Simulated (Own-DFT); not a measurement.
# One host, several defects: zincblende GaAs

No measurement is shown. These are fixed-geometry runs of a retired plane-wave code named Own-DFT, which no person has reviewed; spin and spin-orbit coupling are neglected.

Settings: PBE; PseudoDojo norm-conserving scalar-relativistic files; cutoff 42 hartree; 3 x 3 x 3 k mesh centred on Gamma; Fermi-Dirac smearing of 0.1 eV.

Keep in mind (not all hold for every row): not probed for a lower state with spin; forces on such cells failed a check on a denser k mesh; forces not confirmed at this smearing and k mesh; forces on such cells passed a denser k mesh, each cell not checked; stress not checked against mesh or cutoff.

All runs share one cell, with vectors in Å (11.307, 0.000, 0.000); (0.000, 11.307, 0.000); (0.000, 0.000, 11.307) and a volume of 1445.4 Å³. u is the rms random offset of the atoms per axis. The defect's site can differ from row to row.

```
                                        cell     formula   u (Å)  P (GPa)
                                   no defect    As32Ga32  0.0201     3.52
                                   no defect    As32Ga32  0.0202     3.50
                                   no defect    As32Ga32  0.0508     4.00
                         one In on a Ga site  As32Ga31In  0.0302     4.23
                         one In on a Ga site  As32Ga31In  0.0306     4.34
                         one In on a Ga site  As32Ga31In  0.0476        ?
                         one In on a Ga site  As32Ga31In  0.0545     4.73
one As on a Ga site and one Ga on an As site    As32Ga32  0.0329     4.00
one As on a Ga site and one Ga on an As site    As32Ga32  0.0511     4.32
one As on a Ga site and one Ga on an As site    As32Ga32  0.0556     4.41
                         one As on a Ga site    As33Ga31  0.0270     4.20
                         one As on a Ga site    As33Ga31  0.0310     4.28
                         one As on a Ga site    As33Ga31  0.0502     4.52
                            two As vacancies    As30Ga32  0.0273     3.21
                            two As vacancies    As30Ga32  0.0462     3.51
                            two As vacancies    As30Ga32  0.0512     3.58
```

## Analysis

P = P0 + c u² + a shift for each defect gives P0 = 3.44 GPa, c = 207 ± 10 GPa/Å² and a scatter of 0.03 GPa. The shifts, and each times the cell's volume:

- one In on a Ga site: 0.66 ± 0.03 GPa, 6.0 eV
- one As on a Ga site: 0.60 ± 0.03 GPa, 5.4 eV
- one As on a Ga site and one Ga on an As site: 0.33 ± 0.03 GPa, 3.0 eV
- two As vacancies: -0.39 ± 0.03 GPa, -3.5 eV (-1.7 eV for each of its 2 sites)

Positive is outwards. The product with the volume (160.2 GPa Å³ to the eV) is nearly free of the cell's size; divided by the bulk modulus at the cell's pressure it gives the volume that the defect adds. The atoms around the defects weren't relaxed, which would change these numbers.

## Check

Asked: what pressure belongs in the blank (one In on a Ga site, u = 0.0476 Å)?

Estimate: 4.57 ± 0.04 GPa. DFT gave 4.56 GPa.
